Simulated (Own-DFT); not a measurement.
# Strain and stress in C40 NbSi2, 36 atoms (Nb12Si24)

Calculated results; nothing here was measured. The program, named Own-DFT, is a retired in-house plane-wave density functional code that no person has reviewed. Each row is one single-point run on a periodic cell that was not relaxed, without spin or spin-orbit coupling.

Settings of every run: PBEsol; PseudoDojo norm-conserving scalar-relativistic files, made for PBE; cutoff 42 hartree; 4 x 4 x 5 k mesh centred on Gamma; cold (Marzari-Vanderbilt) smearing of 0.2 eV.

Known limits: forces on such cells failed a check on a denser k mesh; stress not checked against mesh or cutoff.

Unstrained cell vectors in Å: (0.000, 8.324, 0.000); (-9.613, 0.000, 0.000); (0.000, 0.000, 6.586). The unstrained cell was taken from the Materials Project. The random moves and any unrelaxed bonds add to the pressure at no strain. Each run strains this cell uniformly, with the atoms carried along. Every atom was also moved at random, by a Gaussian of width 0.05 Å on each axis. Strain is the symmetric tensor, in per cent. Stress is positive in tension, and the pressure is minus a third of its trace.

```
run,e_xx (%),e_yy (%),e_zz (%),e_yz (%),e_xz (%),e_xy (%),s_xx (GPa),s_yy (GPa),s_zz (GPa),s_yz (GPa),s_xz (GPa),s_xy (GPa),P (GPa),E (meV/atom)
1,-1.73,-0.78,1.37,-0.05,-0.03,1.30,-5.61,-1.96,4.34,-0.58,-0.10,4.10,1.07,15.6
2,-1.33,0.59,0.26,0.51,0.74,-0.26,-3.24,2.50,0.55,1.49,2.15,-0.41,0.06,10.3
3,-0.06,-0.12,-1.69,-1.42,1.41,0.54,-0.23,-0.89,-8.66,-5.15,4.19,1.67,3.26,18.0
4,-1.71,-1.16,1.93,-0.84,-0.74,-1.22,-4.84,-2.67,5.78,-2.80,-1.95,-4.17,0.58,14.7
5,1.42,-1.91,0.12,0.24,0.90,0.00,4.89,-5.05,0.29,1.12,2.79,-0.25,-0.04,10.8
6,1.13,-2.00,0.52,0.74,-0.93,-1.06,3.45,-5.03,0.87,2.70,-3.13,-2.98,0.24,23.8
7,-1.19,-0.66,1.05,0.97,-0.31,-1.32,-2.94,-1.26,2.44,2.91,-1.55,-4.52,0.58,13.9
8,-1.32,-0.42,-0.19,0.00,1.23,0.24,-4.87,-1.14,-3.34,0.06,3.90,1.03,3.12,21.3
9,0.49,-1.00,1.70,-1.25,1.88,1.24,2.93,-1.08,6.84,-3.50,5.69,3.26,-2.89,25.4
10,-1.98,-1.43,0.17,-1.28,-0.05,1.34,-6.94,-5.79,-3.03,-4.93,-0.43,4.29,5.25,19.2
11,1.47,1.82,1.38,0.43,-1.25,0.07,8.21,9.33,8.26,0.68,-3.43,0.31,-8.60,19.7
12,-0.74,-1.64,-0.33,1.70,0.08,-0.39,-2.32,-5.90,-3.38,6.26,0.82,-1.06,3.87,0.0
13,0.16,0.23,0.20,-0.72,1.33,1.11,1.56,2.03,1.27,-1.88,3.79,3.20,-1.62,13.2
14,0.57,0.97,0.52,1.70,-1.35,-0.43,4.04,5.64,2.73,5.16,-5.07,-0.79,-4.13,17.3
15,1.52,1.13,0.60,-0.66,-0.27,0.55,7.43,6.49,4.57,-2.35,-0.80,0.97,-6.17,13.4
16,0.18,0.89,1.61,-0.30,0.76,1.07,?,?,?,?,?,?,?,?
```

E is the free energy for each atom above the lowest run shown.

## Worked fit

Each stress component was fitted by least squares to a constant and the strains of the runs shown, as fractions, with shears doubled. Shear strains stay in the fit of a normal stress only where such slopes are resolved. The slopes, in GPa:

| stress | at no strain | per e_xx | per e_yy | per e_zz | scatter |
|---|---|---|---|---|---|
| s_xx | 0.9 | 359 ± 8 | 66 ± 9 | 50 ± 11 | 0.38 |
| s_yy | 1.0 | 63 ± 5 | 365 ± 6 | 79 ± 7 | 0.24 |
| s_zz | -0.5 | 86 ± 11 | 76 ± 12 | 458 ± 15 | 0.50 |

Each shear stress against twice its own strain: yz 173 ± 6, xz 155 ± 9, xy 162 ± 7 GPa. These are stiffnesses along x, y and z of the frame in which the cell vectors are given, which need not be the crystal's axes. The atoms are held to the strained lattice; where symmetry lets them move under strain, relaxing them would lower some slopes. The table should be nearly symmetric about its diagonal, and what it lacks of that shows the noise. A ninth of its sum, 178 ± 4 GPa, estimates the bulk modulus near the mean pressure of these runs, -0.4 GPa.

## Withheld run

Question: what normal stresses and pressure should run 16 give?

The fit gives s_xx = 3.0, s_yy = 5.6, s_zz = 7.7 and P = -5.4 GPa. The calculation gave 3.69, 5.80, 7.52 and P = -5.67 GPa.
